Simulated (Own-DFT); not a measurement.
# Which arrangement is lower? As32Ga32, 64 atoms

Calculated results; nothing here was measured. The program, named Own-DFT, is a retired in-house plane-wave density functional code that no person has reviewed. Each row is one single-point run on a periodic cell that was not relaxed, without spin or spin-orbit coupling.

Settings of every run: PBE; PseudoDojo norm-conserving scalar-relativistic files; cutoff 42 hartree; 3 x 3 x 3 k mesh centred on Gamma; Fermi-Dirac smearing of 0.1 eV.

Known limits, some of them of some rows only: not probed for a lower state with spin; forces on such cells failed a check on a denser k mesh; forces not confirmed at this smearing and k mesh; stress not checked against mesh or cutoff.

All cells hold the same atoms in the same cell, with vectors in Å (11.307, 0.000, 0.000); (0.000, 11.307, 0.000); (0.000, 0.000, 11.307). Every atom was moved at random from its ideal site; u is the rms move along one axis. The defect's site can differ from row to row. E is the free energy of the cell above the lowest run. The arrangements:

- A: zincblende GaAs
- B: zincblende GaAs, with one As on a Ga site and one Ga on an As site, 2.4 Å apart

```
arrangement,u (Å),E (eV),P (GPa)
A,0.0194,0.000,3.51
A,0.0204,0.086,3.52
A,0.0213,0.064,3.52
A,0.0457,1.784,3.88
A,0.0498,1.959,3.91
A,0.0522,2.229,3.97
B,0.0306,3.125,3.95
B,0.0313,3.048,3.92
B,0.0316,3.149,3.96
B,0.0489,4.731,4.30
B,0.0489,4.754,4.27
B,0.0566,5.323,4.42
```

Question: once the cost of the random moves is taken out, how do the arrangements rank?

## Worked answer

Fit E = a + b u², with one b for all and one a for each arrangement, and with residuals divided by u², since the noise grows with the moves. Then b = 1005 eV/Å², the scatter at u = 0.04 Å is 0.11 eV, and against A:

- B: 2.52 ± 0.05 eV (higher)

These are energies of unrelaxed cells. Relaxing the atoms lowers the strained arrangements most, so the gaps would shrink and small ones could change sign.
